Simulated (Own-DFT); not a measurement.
## Calculated data, Si3Ge (diamond-structure random alloy, atoms displaced), Al3GaN4 (wurtzite random alloy, strained, atoms displaced)

All values are calculated (Own-DFT development build). A calculation, not a measurement: plane-wave PBE density functional theory by an unreviewed code, no spin, of a simulated periodic cell, stress positive in tension, free energy of the whole cell less one offset for each atom, forces on such cells passed a denser k mesh, this cell's mesh not checked; offsets are fitted by least squares, one for each functional and potential file, so energies compare only between cells with the same atoms and settings and are not formation energies; the far tail of each file's local potential was reset to the Coulomb form; each entry is a single point on an unrelaxed cell, so the pressure reflects the starting lattice, mostly measured values, from which strain is counted, and rises with the displacements; printed positions are rounded, which can move forces by about a meV/angstrom; the program is a retired in-house code; no spin-orbit coupling.

Settings shared by all entries: functional PBE.

(1) Si3Ge (diamond-structure random alloy, atoms displaced)

```
Si3Ge
1.0
     10.9755     0.0000     0.0000
      0.0000    10.9755     0.0000
      0.0000     0.0000    10.9755
Si Ge Si Ge Si Ge Si Ge Si Ge Si Ge Si Ge Si Ge Si Ge Si Ge Si
5 3 9 1 8 1 1 1 2 2 5 1 2 2 2 3 11 1 2 1 1
Direct
  0.99818 0.00639 0.99944
  0.00520 0.24811 0.25313
  0.25150 0.00250 0.24936
  0.24516 0.24730 0.99943
  0.11747 0.12658 0.11263
  0.12661 0.37142 0.38415
  0.37109 0.13245 0.37226
  0.36948 0.37611 0.12454
  0.00011 0.99549 0.50553
  0.00486 0.24620 0.75679
  0.24988 0.01079 0.75386
  0.26323 0.25530 0.50162
  0.11802 0.13090 0.63278
  0.12435 0.37040 0.85961
  0.38105 0.12548 0.87397
  0.37060 0.36683 0.61603
  0.00392 0.50433 0.99531
  0.00443 0.75171 0.24973
  0.25417 0.49851 0.24973
  0.24822 0.75082 0.99547
  0.11967 0.61895 0.12194
  0.13385 0.87570 0.37602
  0.37528 0.61811 0.36701
  0.37295 0.86763 0.12553
  0.00354 0.49519 0.49112
  0.00814 0.74703 0.75612
  0.25807 0.50081 0.74589
  0.25274 0.74194 0.49396
  0.12358 0.62319 0.62986
  0.12337 0.87030 0.86317
  0.37558 0.62608 0.87943
  0.37853 0.87254 0.62086
  0.49836 0.99862 0.00523
  0.50400 0.25225 0.24434
  0.75744 0.00425 0.25136
  0.74536 0.25090 0.00514
  0.62595 0.12786 0.12394
  0.62517 0.36657 0.37832
  0.87806 0.12698 0.37379
  0.86817 0.37203 0.12290
  0.50994 0.99866 0.50019
  0.50492 0.25490 0.75482
  0.75144 0.99465 0.74896
  0.74316 0.25438 0.50764
  0.62345 0.12703 0.62854
  0.62574 0.37439 0.86957
  0.87400 0.12566 0.87035
  0.86842 0.36908 0.63217
  0.49392 0.49845 0.98978
  0.50727 0.74886 0.24669
  0.75211 0.49418 0.24640
  0.74810 0.75331 0.00457
  0.62121 0.63000 0.11685
  0.62733 0.87198 0.37428
  0.86568 0.62866 0.38077
  0.87676 0.88248 0.13059
  0.50723 0.50147 0.48946
  0.50564 0.74835 0.74118
  0.74627 0.50186 0.76005
  0.75375 0.75095 0.49537
  0.62578 0.62639 0.63150
  0.62576 0.87883 0.87133
  0.86919 0.61786 0.87157
  0.87625 0.86947 0.61307
```

| Quantity | Value |
| --- | --- |
| potential files | PseudoDojo norm-conserving, scalar-relativistic, standard set |
| wave cutoff | 42 hartree |
| occupations | Fermi-Dirac |
| smearing width | 0.1 eV |
| k mesh | 3 x 3 x 3 centred on Gamma |
| free energy of cell above offsets | -2.263 eV |
| pressure | 2.98 GPa |
| stress xx | -3.03 GPa |
| stress yy | -3.13 GPa |
| stress zz | -2.79 GPa |
| stress yz | -1.78 GPa |
| stress xz | -0.57 GPa |
| stress xy | -0.72 GPa |

Force:
```csv
element,x (eV/Å),y (eV/Å),z (eV/Å)
Si,-0.241,-1.759,-0.761
Si,-0.393,0.409,-1.195
Si,-0.645,-0.173,-0.904
Si,0.315,0.266,-1.116
Si,1.024,-0.044,1.819
Ge,1.023,-0.151,-1.461
Ge,1.472,-1.054,-0.221
Ge,0.675,-0.386,-0.646
Si,0.871,0.612,-0.673
Si,-1.407,0.375,-0.91
Si,-0.019,-0.998,-0.678
Si,-3.022,-1.993,-0.251
Si,1.369,-0.742,-1.419
Si,0.912,1.176,2.199
Si,-0.826,0.3,0.864
Si,2.794,2.516,1.545
Si,-0.645,-1.941,-0.257
Ge,-0.558,-0.138,0.466
Si,-1.502,0.183,-0.077
Si,-0.54,-0.295,0.356
Si,1.344,0.608,0.283
Si,-0.313,0.208,0.271
Si,0.818,0.965,0.36
Si,-0.081,0.4,0.457
Si,-1.86,1.238,1.726
Si,-2.324,-0.204,-1.501
Ge,0.029,-0.604,0.227
Si,0.027,0.274,0.209
Ge,0.06,-0.115,-1.444
Si,0.964,1.881,1.939
Si,0.281,0.691,-1.102
Ge,-0.635,0.528,-0.03
Ge,0.136,-0.146,-0.452
Si,-0.241,-0.019,0.417
Si,-1.396,-0.336,-0.169
Si,0.333,-0.233,-0.895
Si,0.173,-0.653,0.655
Si,0.246,0.927,-1.052
Ge,-0.122,0.186,1.297
Si,1.84,0.341,0.164
Si,-0.717,0.469,-0.339
Ge,-1.603,-1.097,-1.727
Ge,0.143,0.137,-1.158
Si,0.369,-1.233,-0.561
Si,0.302,-0.5,-0.355
Ge,0.437,0.652,2.058
Ge,-0.264,0.232,1.106
Ge,1.084,1.015,-0.112
Si,0.616,0.24,1.17
Si,-0.983,-0.067,0.326
Si,-0.947,0.917,0.552
Si,0.469,0.596,-0.612
Si,0.271,-1.499,0.336
Si,0.046,0.944,-0.717
Si,1.947,-1.981,-1.941
Si,0.084,-0.462,-0.975
Si,-0.662,-0.309,1.184
Si,-0.8,0.445,1.868
Si,-0.217,-0.365,-2.245
Ge,-1.632,-0.146,1.145
Si,0.519,-0.95,-1.289
Si,-0.387,-1.191,0.695
Ge,1.1,1.914,1.419
Si,0.887,0.14,2.131
```

(2) Al3GaN4 (wurtzite random alloy, strained, atoms displaced)

```
Al3GaN4
1.0
      9.3938     0.0000     0.0000
     -4.6969     8.1352     0.0000
      0.0000     0.0000    10.0403
Al N Al N Al N Al N Al Ga N Al Ga N Ga N Ga Al N Al N Al N Ga Al N Al N Al Ga N Al Ga N Al N Al N Al N Ga Al N
2 2 2 2 2 2 2 2 1 1 2 1 1 2 2 2 1 1 2 2 2 2 2 1 1 2 2 2 1 1 2 1 1 2 2 2 2 2 2 2 1 1 2
Direct
  0.11042 0.21805 0.00464
  0.21828 0.10913 0.24916
  0.10041 0.22232 0.18813
  0.22301 0.11133 0.43942
  0.10604 0.23328 0.49730
  0.23491 0.11386 0.74729
  0.10787 0.21295 0.69002
  0.23409 0.11605 0.93659
  0.10803 0.55991 0.99809
  0.22008 0.45039 0.25154
  0.11599 0.56174 0.19796
  0.22028 0.44920 0.43960
  0.11301 0.55498 0.49359
  0.23109 0.45145 0.74244
  0.11082 0.56313 0.68265
  0.22596 0.43923 0.93922
  0.11134 0.87730 0.99435
  0.22435 0.77020 0.24619
  0.11248 0.88181 0.18901
  0.22097 0.77908 0.44309
  0.11277 0.89482 0.49369
  0.21597 0.77917 0.74931
  0.11488 0.88701 0.69503
  0.20769 0.77745 0.94496
  0.44358 0.22572 0.99866
  0.54142 0.10881 0.24921
  0.44064 0.21225 0.19188
  0.55584 0.10282 0.44261
  0.44978 0.21856 0.50297
  0.56035 0.10891 0.75354
  0.44675 0.22636 0.70028
  0.55455 0.11140 0.94561
  0.43927 0.55209 0.00229
  0.55744 0.43758 0.25133
  0.43870 0.53776 0.19073
  0.55326 0.43565 0.43746
  0.44062 0.54875 0.49023
  0.54807 0.43779 0.75344
  0.46087 0.56619 0.69613
  0.54492 0.44748 0.93877
  0.43856 0.88368 0.99654
  0.56155 0.77948 0.25298
  0.43249 0.88161 0.18797
  0.55824 0.77842 0.43283
  0.44200 0.89158 0.50211
  0.55678 0.78203 0.75482
  0.43585 0.88281 0.69510
  0.55949 0.76775 0.93286
  0.78458 0.23162 0.99983
  0.87508 0.10058 0.25336
  0.76872 0.21495 0.18259
  0.89833 0.11406 0.43205
  0.77625 0.22027 0.49974
  0.89322 0.10478 0.75335
  0.77714 0.22464 0.69036
  0.89816 0.12115 0.92954
  0.78547 0.56437 0.98444
  0.88309 0.43504 0.25066
  0.78039 0.55225 0.19752
  0.88794 0.44471 0.45163
  0.79168 0.55906 0.50725
  0.88790 0.43756 0.75556
  0.76881 0.54994 0.69681
  0.88245 0.44397 0.93983
  0.77465 0.87570 0.00374
  0.88941 0.77504 0.24749
  0.77660 0.89217 0.19234
  0.89425 0.78771 0.43981
  0.77877 0.88938 0.49742
  0.89995 0.78480 0.74779
  0.78300 0.89641 0.68791
  0.89014 0.77769 0.94508
```

| Quantity | Value |
| --- | --- |
| potential files | PseudoDojo norm-conserving, scalar-relativistic, standard set with the stringent files for Ga |
| wave cutoff | 96 hartree |
| occupations | Gaussian |
| smearing width | 0.01 eV |
| k mesh | 4 x 4 x 3 centred on Gamma |
| free energy of cell above offsets | -21.528 eV |
| pressure | 7.34 GPa |
| stress xx | -7.3 GPa |
| stress yy | -7.45 GPa |
| stress zz | -7.29 GPa |
| stress yz | -0.39 GPa |
| stress xz | 0.3 GPa |
| stress xy | 0.18 GPa |

Force:
```csv
element,x (eV/Å),y (eV/Å),z (eV/Å)
Al,0.364,0.325,-1.41
Al,-0.289,-0.193,-0.209
N,1.493,0.304,0.744
N,-0.862,0.643,-0.106
Al,2.165,-1.531,0.812
Al,-2.143,-0.588,0.634
N,1.626,2.368,-1.42
N,-2.761,-2.221,0.038
Al,1.205,-1.446,0.494
Al,0.98,-1.491,-0.852
N,-1.105,-3.972,-2.042
N,0.676,-0.298,-0.193
Al,-1.157,1.179,1.046
Al,-0.326,-0.643,0.825
N,0.59,-2.296,0.882
N,-1.983,0.953,-0.222
Al,-3.417,4.118,2.276
Ga,-1.868,1.999,2.05
N,-1.663,1.109,-0.518
N,0.262,0.023,0.271
Al,0.413,-0.354,0.782
Ga,1.47,-1.159,0.551
N,-2.126,2.047,-1.78
N,3.863,-2.489,-1.42
Ga,1.034,0.326,0.675
Ga,2.725,-1.537,0.279
N,-2.87,2.258,-0.216
N,0.679,0.565,0.091
Ga,-0.988,0.108,0.383
Al,-0.729,0.16,0.306
N,1.553,-1.094,-1.119
N,1.47,0.204,-1.346
Al,0.037,-0.045,-0.038
Al,-0.132,-0.141,-0.424
N,-0.335,1.912,0.473
N,0.429,1.777,0.527
Al,1.187,1.052,1.309
Al,0.292,1.682,0.014
N,-1.715,-1.162,-2.105
N,2.443,0.681,0.336
Ga,0.71,0.358,0.174
Al,-1.369,-1.021,-1.501
N,3.53,0.48,-0.069
N,-1.351,-0.627,1.384
Al,0.484,-1.65,0.18
Al,0.707,-0.116,-1.816
N,1.772,1.514,-0.614
N,-0.671,0.781,2.229
Al,-0.121,-2.201,-0.591
Ga,0.401,2.273,-1.669
N,0.08,1.225,1.126
N,-1.952,0.639,2.648
Al,0.56,-0.023,0.493
Ga,-0.92,1.464,-1.64
N,-0.013,-0.624,-0.39
N,-0.705,-1.19,4.561
Al,-1.941,-2.206,1.925
Al,0.168,0.61,0.407
N,-0.411,0.113,-1.411
N,0.98,-0.929,-2.037
Al,-2.383,0.328,-0.187
Al,-0.23,0.972,-1.77
N,1.436,1.02,0.09
N,1.242,0.74,0.221
Al,-0.852,2.092,-0.55
Al,0.379,0.117,0.361
N,0.728,-3.001,-1.37
N,1.1,-1.955,-0.342
Ga,-0.313,0.364,0.566
Al,-1.77,-1.041,0.059
N,-0.102,-2.644,0.505
N,0.34,0.999,-1.348
```

(3) Al3GaN4 (wurtzite random alloy, strained, atoms displaced)

```
Al3GaN4
1.0
      9.3938     0.0000     0.0000
     -4.6969     8.1352     0.0000
      0.0000     0.0000    10.0403
Al Ga N Al N Al N Ga N Al Ga N Al N Ga Al N Al N Ga Al N Al N Al Ga N Al N Al N Al N Al N Ga Al N Al N Al Ga N
1 1 2 2 2 2 2 2 2 1 1 2 2 2 1 1 2 2 2 1 1 2 2 2 1 1 2 2 2 2 2 2 2 2 2 1 1 2 2 2 1 1 2
Direct
  0.11699 0.22307 0.99574
  0.22648 0.11132 0.25331
  0.10892 0.21546 0.19514
  0.21808 0.10745 0.44059
  0.11268 0.22237 0.49447
  0.21455 0.10715 0.75153
  0.10217 0.21786 0.68995
  0.21450 0.10457 0.94310
  0.11830 0.56319 0.99759
  0.21935 0.43980 0.24512
  0.11800 0.56396 0.19314
  0.21968 0.42462 0.43242
  0.10164 0.55284 0.49796
  0.22367 0.44633 0.76155
  0.10093 0.55498 0.69303
  0.21587 0.43727 0.94481
  0.10638 0.87455 0.00797
  0.22231 0.77626 0.26007
  0.10530 0.89051 0.18338
  0.22445 0.78094 0.43697
  0.12498 0.89898 0.50128
  0.24200 0.78990 0.73736
  0.11131 0.88959 0.68588
  0.21348 0.76795 0.94360
  0.45129 0.22875 0.00227
  0.55656 0.11771 0.25261
  0.44672 0.21891 0.18271
  0.55343 0.11361 0.44245
  0.43310 0.22124 0.49646
  0.55853 0.11805 0.74686
  0.43326 0.22132 0.68743
  0.56029 0.10868 0.94072
  0.43981 0.54592 0.99757
  0.56739 0.45405 0.24766
  0.45556 0.55579 0.18522
  0.55710 0.44291 0.43032
  0.43754 0.55448 0.50619
  0.56143 0.44599 0.75445
  0.45043 0.57066 0.69462
  0.56481 0.45414 0.93979
  0.43588 0.88283 0.00055
  0.55829 0.77798 0.24615
  0.45297 0.89575 0.18341
  0.54838 0.77682 0.44573
  0.43645 0.88771 0.50248
  0.55636 0.77969 0.75065
  0.45095 0.88344 0.69009
  0.55873 0.78072 0.94837
  0.77666 0.22399 0.00627
  0.88761 0.10676 0.25204
  0.77141 0.21595 0.18942
  0.87506 0.10019 0.43989
  0.78081 0.22378 0.50129
  0.88837 0.12011 0.74893
  0.77313 0.21711 0.68851
  0.88538 0.11622 0.94511
  0.77674 0.54764 0.99580
  0.88665 0.44808 0.24341
  0.77973 0.55091 0.18683
  0.88151 0.44274 0.45213
  0.78157 0.55852 0.50254
  0.88748 0.44524 0.74841
  0.77036 0.55799 0.69843
  0.88747 0.43706 0.94403
  0.77450 0.89135 0.00690
  0.89956 0.78598 0.25603
  0.78599 0.89909 0.19623
  0.87704 0.77279 0.44387
  0.78381 0.88639 0.50787
  0.88695 0.78121 0.75642
  0.76972 0.88411 0.69252
  0.88177 0.77172 0.93633
```

| Property | Result |
| --- | --- |
| potential files | PseudoDojo norm-conserving, scalar-relativistic, standard set with the stringent files for Ga |
| wave cutoff | 96 hartree |
| occupations | Gaussian |
| smearing width | 0.01 eV |
| k mesh | 4 x 4 x 3 centred on Gamma |
| free energy of cell above offsets | -22.849 eV |
| pressure | 6.8 GPa |
| stress xx | -5.54 GPa |
| stress yy | -6.16 GPa |
| stress zz | -8.7 GPa |
| stress yz | 0.72 GPa |
| stress xz | 0.62 GPa |
| stress xy | 0.09 GPa |

Force:
```csv
element,x (eV/Å),y (eV/Å),z (eV/Å)
Al,-1.548,-1.885,1.455
Ga,-0.076,0.205,-1.445
N,-0.748,1.222,-1.225
N,-0.012,0.286,0.558
Al,-1.462,-1.972,1.179
Al,-0.014,0.243,0.374
N,0.963,0.332,-0.532
N,0.673,-0.305,-0.743
Al,-0.848,-2.509,0.986
Al,0.961,0.291,0.069
N,-0.28,-2.292,-0.711
N,-0.608,3.069,0.411
Ga,1.855,-0.366,0.525
Ga,-0.351,-0.116,-2.537
N,1.433,1.24,-0.022
N,-0.402,0.768,1.022
Al,-1.173,1.168,-2.622
Ga,0.623,1.551,-3.546
N,0.996,-0.591,2.369
N,-0.756,0.135,3.181
Al,-1.839,-1.848,0.195
Al,-3.159,-2.076,2.083
N,1.255,0.238,0.185
N,0.879,2.201,-1.764
Ga,-0.284,-1.288,-1.898
Al,0.532,-1.176,-0.176
N,-0.031,1.303,2.781
N,-0.513,-0.281,0.209
Al,1.873,1.107,0.304
Al,-0.504,-0.801,0.632
N,0.894,0.392,0.379
N,-0.716,-0.187,-1.093
Ga,0.171,1.939,0.302
Al,-0.642,-1.333,-0.143
N,-1.53,-1.095,1.029
N,-1.274,-0.209,1.69
Al,0.851,0.155,-1.187
Al,-1.979,-0.391,-0.718
N,0.443,-2.769,-0.286
N,0.101,-1.494,-0.765
Al,0.827,0.82,-0.362
Ga,-0.248,0.278,1.11
N,-1.292,0.127,1.27
N,0.365,-0.24,0.086
Al,2.387,0.793,-0.745
Al,0.896,0.537,1.591
N,-1.011,2.108,-0.472
N,-0.988,-0.247,-1.389
Al,0.343,-0.91,-0.745
Al,-0.57,1.422,0.139
N,0.742,1.439,1.298
N,1.337,1.293,0.464
Al,-0.798,-1.206,-0.286
Al,0.06,-1.812,1.118
N,-0.28,1.447,-0.043
N,1.155,-0.388,-0.696
Al,0.499,1.477,0.442
Al,1.331,-1.268,0.873
N,-0.235,1.776,-0.094
N,1.015,-0.937,-2.744
Ga,-1.911,-0.677,0.858
Al,-0.837,-0.47,0.776
N,1.806,-0.954,-0.688
N,0.229,1.148,-0.659
Al,0.905,0.298,-0.596
Al,-1.76,-1.056,-0.555
N,1.041,-1.96,-0.945
N,2.604,1.811,-1.003
Al,-2.565,0.041,-0.513
Ga,0.283,0.134,-1.366
N,0.386,1.847,-0.034
N,0.532,0.469,3.405
```
